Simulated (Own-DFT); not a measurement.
# Strain and stress in bcc W, 16 atoms (W16)

Calculated results; nothing here was measured. The program, named Own-DFT, is a retired in-house plane-wave density functional code that no person has reviewed. Each row is one single-point run on a periodic cell that was not relaxed, without spin or spin-orbit coupling.

Settings of every run: PBE; PseudoDojo norm-conserving scalar-relativistic files; cutoff 50 hartree; 5 x 5 x 5 k mesh centred on Gamma; cold (Marzari-Vanderbilt) smearing of 0.2 eV.

Known limits: forces on such cells failed a check on a denser k mesh; stress not checked against mesh or cutoff.

Unstrained cell vectors in Å: (6.330, 0.000, 0.000); (0.000, 6.330, 0.000); (0.000, 0.000, 6.330). The unstrained cell has measured lattice constants (interpolated for alloys), not those of this functional. That, the random moves and any unrelaxed bonds set the pressure at no strain. Each run strains this cell uniformly, with the atoms carried along. Every atom was also moved at random, by a Gaussian of width 0.05 Å on each axis. Strain is the symmetric tensor, in per cent. Stress is positive in tension, and the pressure is minus a third of its trace.

```
run,e_xx (%),e_yy (%),e_zz (%),e_yz (%),e_xz (%),e_xy (%),s_xx (GPa),s_yy (GPa),s_zz (GPa),s_yz (GPa),s_xz (GPa),s_xy (GPa),P (GPa),E (meV/atom)
1,-0.18,-1.91,-1.48,0.73,-1.34,1.67,-17.61,-24.10,-22.36,3.00,-5.16,6.12,21.35,100.2
2,0.90,-0.15,-0.61,-0.38,0.94,1.45,-6.22,-9.45,-10.41,-1.64,3.36,4.95,8.69,77.9
3,0.53,-0.03,0.45,-0.82,-1.66,0.08,-4.75,-6.58,-5.48,-2.34,-4.86,0.19,5.60,49.5
4,-1.08,-1.52,1.08,0.46,0.39,1.73,-14.99,-16.66,-7.51,1.54,1.01,5.68,13.06,54.0
5,1.73,-0.13,-0.05,-0.51,1.62,0.27,1.02,-5.42,-4.93,-1.49,5.06,0.89,3.11,31.3
6,-0.95,-0.30,0.29,0.25,1.23,1.75,-14.07,-11.94,-9.86,0.00,3.67,5.85,11.96,75.8
7,1.05,0.54,1.60,-1.21,0.64,0.32,2.81,1.03,4.36,-3.47,1.90,0.99,-2.73,0.0
8,-1.35,0.53,-0.74,-1.25,1.76,-0.64,-15.73,-9.32,-13.65,-3.89,5.69,-1.40,12.90,37.9
9,0.66,1.78,-1.51,-0.91,-1.18,0.83,-4.35,-0.52,-11.27,-2.34,-3.17,2.38,5.38,42.3
10,-1.17,-1.40,1.35,0.92,0.43,-0.09,-13.95,-14.50,-5.36,3.14,1.40,-0.30,11.27,21.7
11,1.51,0.83,0.76,0.69,-1.05,0.69,3.35,1.69,1.60,2.22,-3.21,2.14,-2.21,10.6
12,-1.23,0.98,-0.40,-1.94,-1.23,0.49,-13.10,-5.99,-10.65,-6.39,-3.76,1.20,9.91,35.6
13,1.60,-0.41,0.50,-0.99,-1.12,-0.52,0.33,-5.46,-2.67,-2.99,-3.36,-1.73,2.60,26.5
14,1.76,1.03,1.34,0.10,-0.04,-0.84,5.84,3.59,4.71,0.32,0.04,-2.39,-4.71,22.9
15,1.62,-0.10,0.07,-1.27,1.51,-1.35,?,?,?,?,?,?,?,?
```

E is the free energy for each atom above the lowest run shown.

## Worked fit

Each stress component was fitted by least squares to a constant and the strains of the runs shown, as fractions, with shears doubled. Shear strains stay in the fit of a normal stress only where such slopes are resolved. The slopes, in GPa:

```
stress  at no strain  per e_xx  per e_yy  per e_zz  scatter
  s_xx          -8.4  519 ± 13  238 ± 15  250 ± 15     0.53
  s_yy          -8.3  194 ± 15  580 ± 17  261 ± 17     0.61
  s_zz          -8.3  197 ± 15  239 ± 17  585 ± 16     0.59
```

Each shear stress against twice its own strain: yz 160 ± 9, xz 158 ± 4, xy 154 ± 6 GPa. These are stiffnesses along x, y and z of the frame in which the cell vectors are given, which need not be the crystal's axes. The atoms are held to the strained lattice; where symmetry lets them move under strain, relaxing them would lower some slopes. The table should be nearly symmetric about its diagonal, and what it lacks of that shows the noise. A ninth of its sum, 340 ± 8 GPa, estimates the bulk modulus near the mean pressure of these runs, 6.9 GPa, so it lies above the value at zero pressure.

## Withheld run

Question: what normal stresses and pressure should run 15 give?

The fit gives s_xx = -0.1, s_yy = -5.6, s_zz = -4.9 and P = 3.5 GPa. The calculation gave 1.08, -4.10, -4.15 and P = 2.39 GPa.
